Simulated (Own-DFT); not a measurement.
Simulation results for GaP (zincblende, atoms displaced)

A calculation, not a measurement: plane-wave PBE density functional theory by an unreviewed code, no spin, of a simulated periodic cell, stress positive in tension, free energy of the whole cell less one offset for each atom, forces on such cells passed a denser k mesh, this cell's mesh not checked; offsets are fitted by least squares, one for each functional and potential file, so energies compare only between cells with the same atoms and settings and are not formation energies; the far tail of each file's local potential was reset to the Coulomb form; each entry is a single point on an unrelaxed cell, so the pressure reflects the starting lattice, mostly measured values (interpolated for alloys), from which strain is counted, and rises with the displacements; printed positions are rounded, which can move forces by about a meV/angstrom; the program, named Own-DFT, is a retired in-house code; no spin-orbit coupling; before rounding, a Quantum ESPRESSO 7.3.1 run of the same cell and cutoff gave forces within 1 meV/angstrom rms on each cell, which checks the program and not the settings. Program: Own-DFT development build.

Settings shared by all entries: functional PBE; potential files PseudoDojo norm-conserving, scalar-relativistic, standard set; wave cutoff 42 hartree; occupations Fermi-Dirac; smearing width 0.1 eV; k mesh 2 x 3 x 3 centred on Gamma.

(1) GaP (zincblende, atoms displaced)

```xyz
96
Lattice="16.3515 0.0000 0.0000 0.0000 10.9010 0.0000 0.0000 0.0000 10.9010" Properties=species:S:1:pos:R:3 GaP
Ga     0.0517    10.8908    10.8520
Ga    16.3372     2.6695     2.7621
Ga     2.7355     0.0873     2.6736
Ga     2.5793     2.9103    10.8926
P      1.4015     1.4285     1.3982
P      1.3063     4.0845     4.0085
P      4.0467     1.5435     4.0771
P      4.1857     4.0779     1.2688
Ga     0.0845     0.0410     5.4702
Ga    16.2497     2.6345     8.3209
Ga     2.7202    10.8854     8.1873
Ga     2.8510     2.7895     5.5368
P      1.4034     1.2490     6.7961
P      1.3419     4.0021     9.5716
P      4.0760     1.3754     9.4007
P      4.1515     4.0676     6.7794
Ga     0.0328     5.4833    10.7047
Ga    16.1031     8.4209     2.8867
Ga     2.6019     5.3155     2.7198
Ga     2.7207     8.1459     0.1923
P      1.4306     6.6810     1.3472
P      1.3820     9.4400     3.9842
P      4.0771     6.9753     4.2280
P      4.1845     9.5211     1.3905
Ga    16.3245     5.5031     5.5207
Ga    16.1776     8.2705     8.2287
Ga     2.7048     5.5388     8.3241
Ga     2.7874     8.3056     5.4232
P      1.3609     6.8012     6.9263
P      1.2285     9.4278     9.5091
P      4.1830     6.7443     9.7163
P      4.0773     9.4884     6.8793
Ga     5.4904     0.0196    10.7278
Ga     5.4200     2.6083     2.6309
Ga     8.3800    10.7977     2.9112
Ga     8.2122     2.7065     0.1310
P      7.0057     1.2401     1.4129
P      6.8794     4.0685     4.1382
P      9.5994     1.4431     4.0896
P      9.4284     4.0782     1.3382
Ga     5.4507    10.8795     5.4189
Ga     5.3459     2.7351     8.1873
Ga     8.0928     0.0546     8.1932
Ga     8.1111     2.4356     5.3792
P      6.7803     1.4972     6.8601
P      6.5387     4.1576     9.6222
P      9.4015     1.3081     9.4846
P      9.4909     4.1995     6.7806
Ga     5.3878     5.4286     0.0525
Ga     5.4094     8.1871     2.9205
Ga     8.1903     5.3254     2.6260
Ga     8.1558     8.1529     0.0942
P      6.7456     6.7625     1.3973
P      6.8043     9.7340     4.0613
P      9.7317     6.9765     4.1378
P      9.4402     9.3098     1.3237
Ga     5.3489     5.5511     5.5373
Ga     5.4788     8.3192     8.1332
Ga     8.2640     5.3757     8.1882
Ga     8.1616     8.0758     5.5491
P      6.9076     6.8072     6.7879
P      6.7244     9.4424     9.6619
P      9.3801     7.0164     9.4366
P      9.5489     9.4903     6.9937
Ga    10.9639     0.0203    10.8494
Ga    10.9103     2.7194     2.7105
Ga    13.5787    10.8640     2.7016
Ga    13.6190     2.6843    10.6300
P     12.3006     1.1349     1.2993
P     12.3750     4.2940     4.1254
P     14.9628     1.3835     4.2688
P     15.0656     4.1387     1.4043
Ga    10.9622    10.8535     5.5207
Ga    10.8805     2.5497     8.2546
Ga    13.7260    10.7498     8.0184
Ga    13.7499     2.8399     5.5314
P     12.0686     1.3473     6.8942
P     12.2579     4.0608     9.4061
P     14.9322     1.2770     9.6331
P     14.9780     4.0811     6.6616
Ga    11.0355     5.3970    10.8254
Ga    10.9134     8.4388     2.7572
Ga    13.6885     5.4975     2.7224
Ga    13.6264     8.2309     0.1977
P     12.1815     6.8038     1.2788
P     12.3217     9.5284     4.0596
P     14.9618     6.8951     4.0852
P     15.1053     9.4733     1.4433
Ga    10.8989     5.4703     5.4701
Ga    10.7634     8.2572     8.2450
Ga    13.7276     5.3749     8.3116
Ga    13.6528     8.1674     5.4667
P     12.3314     6.8082     6.7969
P     12.2222     9.5558     9.5320
P     15.0484     6.8325     9.3304
P     14.8415     9.5904     6.9808
```

Results for GaP (zincblende, atoms displaced): free energy of cell above offsets -38.003 eV; pressure 5.13 GPa; stress xx -5.22 GPa; stress yy -5.07 GPa; stress zz -5.11 GPa; stress yz -0.39 GPa; stress xz 0.07 GPa; stress xy -0.2 GPa.

Force:
```tsv
element	x (eV/Å)	y (eV/Å)	z (eV/Å)
Ga	0.373	0.034	1.023
Ga	-0.577	0.055	0.019
Ga	0.692	-0.685	0.427
Ga	2.404	-2.006	1.372
P	-0.668	-0.43	-0.929
P	-0.106	-0.492	2.307
P	0.139	-2.08	0.181
P	-1.786	-0.959	1.713
Ga	-0.61	-1.302	-0.45
Ga	0.677	0.152	-1.602
Ga	-0.421	-0.771	0.174
Ga	-2.06	-0.198	-0.762
P	0.208	1.788	0.781
P	-1.18	1.291	-2.333
P	-1.009	-0.162	1.844
P	-0.803	1.435	1.364
Ga	-0.213	0.297	1.441
Ga	2.579	-3.307	1.195
Ga	1.958	0.828	-0.453
Ga	0.293	0.013	-0.971
P	-1.728	0.947	0.221
P	0.347	1.888	1.009
P	-0.502	-2.327	-1.052
P	-0.475	0.964	-0.065
Ga	0.939	0.338	-0.984
Ga	1.63	-0.176	-1.745
Ga	0.701	-0.745	-0.25
Ga	-1.426	-0.688	1.125
P	-0.244	1.183	-0.789
P	1.968	0.837	0.934
P	-1.513	2.243	-1.973
P	-0.215	1.473	-0.796
Ga	-0.533	0.845	1.78
Ga	1.56	0.836	-0.09
Ga	-0.037	0.412	-1.826
Ga	-1.495	-0.397	-1.778
P	-1.305	-0.269	-0.047
P	-1.021	-0.136	-0.378
P	1.125	-1.629	0.291
P	3.209	0.054	-0.621
Ga	-0.791	1.322	0.844
Ga	0.911	0.81	-0.091
Ga	-0.8	-1.314	-0.345
Ga	0.131	2.861	0.29
P	-0.646	-1.87	0.296
P	3.188	-1.507	-1.28
P	0.994	0.851	1.894
P	0.774	-2.605	-0.356
Ga	0.917	0.998	0.934
Ga	1.128	0.375	-1.366
Ga	-0.752	1.876	1.908
Ga	-1.998	-1.614	-0.944
P	0.208	0.337	0.681
P	0.338	-2.291	0.951
P	-1.458	-0.893	-0.658
P	1.781	3.515	1.105
Ga	1.44	-0.23	-0.686
Ga	0.552	-2.417	0.614
Ga	-1.718	0.665	0.911
Ga	1.101	1.666	-1.417
P	-1.768	-0.723	1.509
P	1.484	0.528	-1.266
P	0.616	-2.475	1.32
P	-1.596	1.88	-2.621
Ga	-2.005	-0.968	-0.396
Ga	1.104	0.766	-0.419
Ga	1.495	0.147	0.832
Ga	-0.619	1.034	2.939
P	-0.17	2.993	0.26
P	-0.787	-2.138	-0.18
P	-0.014	-0.684	-1.726
P	-0.596	-0.51	-1.287
Ga	-1.057	-0.402	-0.48
Ga	-1.56	1.95	-0.229
Ga	-5.696	5.41	4.974
Ga	-3.433	-1.813	-1.493
P	3.388	-0.28	-1.06
P	-0.385	-0.577	0.431
P	0.459	-1.224	-1.668
P	1.777	1.168	3.876
Ga	-1.969	0.472	-0.149
Ga	-0.115	-2.281	-0.605
Ga	-0.318	0.449	-0.955
Ga	-0.287	-0.551	-1.775
P	0.779	0.411	1.586
P	0.33	0.809	1.198
P	0.383	-0.595	0.632
P	-2.032	2.91	-2.738
Ga	0.296	0.642	0.199
Ga	2.796	-1.258	0.104
Ga	-0.565	0.381	-2.43
Ga	-0.483	0.074	0.407
P	-0.629	-0.027	1.316
P	1.229	-0.453	0.057
P	-1.292	-0.676	3.312
P	5.066	-4.075	-6.077
```

(2) GaP (zincblende, atoms displaced)

```xyz
96
Lattice="16.3515 0.0000 0.0000 0.0000 10.9010 0.0000 0.0000 0.0000 10.9010" Properties=species:S:1:pos:R:3 GaP
Ga    16.3101    10.7141     0.0480
Ga     0.0918     2.6157     2.7801
Ga     2.7534     0.0818     2.5156
Ga     2.8593     2.7823    10.8984
P      1.3545     1.3419     1.4040
P      1.4662     4.2026     4.2161
P      4.1471     1.3156     4.1423
P      3.9628     4.0341     1.3755
Ga     0.0559     0.1636     5.6002
Ga     0.0109     2.6711     8.2217
Ga     2.6634     0.0936     7.9702
Ga     2.5946     2.5833     5.5324
P      1.4451     1.2933     6.8118
P      1.1505     4.0813     9.5003
P      4.1568     1.4378     9.4301
P      4.0297     3.9832     6.8056
Ga    16.3464     5.4241     0.0695
Ga     0.1886     8.1296     2.8034
Ga     2.6109     5.5659     2.7010
Ga     2.8374     8.3867     0.0524
P      1.5515     6.7449     1.5191
P      1.3033     9.5007     4.1973
P      4.1986     6.6278     4.0498
P      4.2308     9.5074     1.4745
Ga     0.1582     5.4629     5.4499
Ga    16.2412     8.3852     8.3714
Ga     2.6986     5.4423     8.2784
Ga     2.8100     8.1347     5.4369
P      1.3925     6.7332     6.8758
P      1.3299     9.5455     9.5488
P      4.2085     6.7955     9.5308
P      4.0818     9.6105     6.5427
Ga     5.5476    10.8625    10.8202
Ga     5.3470     2.6702     2.7176
Ga     8.3835     0.0256     2.8135
Ga     8.2416     2.9024     0.0287
P      6.8270     1.3881     1.4662
P      6.6103     4.0161     4.0264
P      9.2876     1.5051     4.2232
P      9.5389     3.9620     1.3238
Ga     5.4304    10.8020     5.4566
Ga     5.5887     2.6148     8.1749
Ga     7.9559     0.0540     8.2729
Ga     8.1270     2.6667     5.5056
P      6.6779     1.2104     6.9038
P      6.7922     3.9338     9.6394
P      9.5061     1.3044     9.6046
P      9.5003     3.8444     6.9527
Ga     5.5391     5.5153     0.1272
Ga     5.4571     8.2746     2.6743
Ga     8.3250     5.6784     2.6937
Ga     8.2319     8.2424     0.0776
P      6.8229     6.8311     1.2664
P      6.6927     9.5695     4.2201
P      9.6665     6.8019     3.9522
P      9.5166     9.5561     1.4119
Ga     5.2498     5.3545     5.3584
Ga     5.4835     8.0368     8.2365
Ga     8.2061     5.3387     8.1091
Ga     8.1537     8.3085     5.5244
P      6.7433     6.9014     6.8158
P      6.8057     9.4637     9.4467
P      9.5878     6.7343     9.6204
P      9.3911     9.5169     7.0183
Ga    10.8802    10.8692     0.0257
Ga    10.8771     2.6125     2.6411
Ga    13.5133    10.8721     2.7897
Ga    13.6756     2.7489    10.9008
P     12.3954     1.3055     1.3567
P     12.2480     4.1519     4.2550
P     15.0503     1.2168     4.1944
P     15.1591     4.0800     1.2690
Ga    10.7619    10.8273     5.3173
Ga    10.8998     2.6027     7.9306
Ga    13.5233     0.1144     8.1683
Ga    13.5828     2.7925     5.5079
P     12.0922     1.3836     6.7723
P     12.3675     4.2239     9.8245
P     14.8921     1.2217     9.7453
P     14.7672     4.2531     6.7178
Ga    11.0089     5.3456     0.1412
Ga    10.9447     8.2779     2.7547
Ga    13.6745     5.2811     2.7276
Ga    13.6065     8.0687    10.7926
P     12.4160     6.7611     1.3216
P     12.3251     9.4705     4.0859
P     15.0608     6.7444     4.1368
P     15.0896     9.6836     1.4561
Ga    10.9848     5.4812     5.4497
Ga    10.8941     8.1626     8.1552
Ga    13.6447     5.5333     8.0964
Ga    13.7345     8.0779     5.4879
P     12.2035     6.8552     6.7890
P     12.1522     9.6459     9.5739
P     14.9921     6.6856     9.4354
P     14.9905     9.5008     6.9122
```

It finds free energy of cell above offsets -37.023 eV; pressure 5.29 GPa; stress xx -5.3 GPa; stress yy -5.24 GPa; stress zz -5.33 GPa; stress yz -0.38 GPa; stress xz -0.9 GPa; stress xy 0.79 GPa.

Force:
```tsv
element	x (eV/Å)	y (eV/Å)	z (eV/Å)
Ga	1.172	1.977	-0.53
Ga	-0.44	1.212	0.828
Ga	0.634	-1.108	2.627
Ga	-2.02	-1.142	-1.435
P	0.077	0.443	-2.18
P	-0.163	-2.249	-1.286
P	-1.396	0.076	-0.413
P	1.439	1.894	1.015
Ga	-0.865	-2.914	-0.735
Ga	-1.848	-0.496	-0.649
Ga	2.965	-2.61	2.78
Ga	2.213	1.701	-1.743
P	-3.02	2.417	0.552
P	2.433	0.234	1.013
P	-1.267	-1.575	0.942
P	0.218	0.024	1.059
Ga	1.089	1.685	-0.825
Ga	-1.547	0.213	-0.219
Ga	3.81	-4.004	3.341
Ga	-0.064	-1.764	-0.406
P	-3.719	3.917	-4.959
P	1.258	1.047	-0.15
P	-1.794	3.186	-1.821
P	-1.583	2.303	-2.181
Ga	-1.646	0.337	0.901
Ga	0.27	-2.683	-0.91
Ga	0.289	-0.616	-0.423
Ga	-0.871	-1.118	-0.644
P	0.086	1.876	0.494
P	1.805	1.005	0.243
P	-1.707	-0.335	1.398
P	-1.299	-1.826	3.942
Ga	-0.163	0.711	0.598
Ga	-0.142	-0.18	-0.332
Ga	-2.674	-0.052	-0.08
Ga	-1.026	-3.079	-0.684
P	0.59	-0.524	-1.029
P	2.34	1.019	0.679
P	3.867	-2.09	-2.232
P	1.21	2.409	2.093
Ga	0.397	2.5	-0.513
Ga	-1.164	1.857	-0.129
Ga	1.981	-0.096	0.3
Ga	-3.127	1.781	1.62
P	1.036	0.647	-2.031
P	-0.352	2.055	-1.026
P	-0.087	0.805	-0.512
P	-0.904	2.876	-2.36
Ga	-1.541	-2.096	-1.374
Ga	1.559	-2.549	2.139
Ga	-1.919	-2.579	-0.977
Ga	-0.341	-0.713	-1.49
P	1.146	1.421	1.916
P	2.4	-0.86	-2.301
P	0.107	1.295	2.585
P	0.9	0.099	0.272
Ga	2.004	-1.196	2.236
Ga	-0.543	1.647	-1.109
Ga	-0.945	0.89	1.142
Ga	-0.08	-1.097	-0.441
P	0.944	-2.324	-1.188
P	-0.103	-0.481	1.605
P	0.019	0.027	-0.221
P	0.901	0.853	-1.215
Ga	-0.364	0.762	0.486
Ga	0.289	0.381	1.234
Ga	1.667	0.115	-0.018
Ga	0.278	0.126	0.567
P	-1.326	0.536	0.073
P	0.15	-1.634	-2.708
P	-1.442	1.839	-0.715
P	-1.466	-1.77	2.445
Ga	-0.27	0.057	1.102
Ga	-0.431	0.656	5.02
Ga	0.099	-0.619	0.152
Ga	0.138	-1.417	-0.442
P	2.816	-2.316	-2.271
P	0.565	-1.498	-3.845
P	0.942	0.596	-1.973
P	2.87	-1.466	0.263
Ga	-1.68	1.433	0.485
Ga	0.591	-1.125	-1.267
Ga	0.422	0.724	0.165
Ga	0.666	1.251	0.007
P	-1.008	0.387	1.535
P	-0.358	0.201	1.205
P	0.031	-0.009	-0.946
P	-1.664	-3.176	1.127
Ga	-1.85	-0.016	0.674
Ga	-0.412	0.123	1.096
Ga	-1.745	-0.415	0.975
Ga	-0.066	0.299	-0.068
P	0.47	0.265	0.412
P	1.161	-1.628	-0.885
P	0.905	1.631	1.321
P	-0.779	1.618	-0.772
```
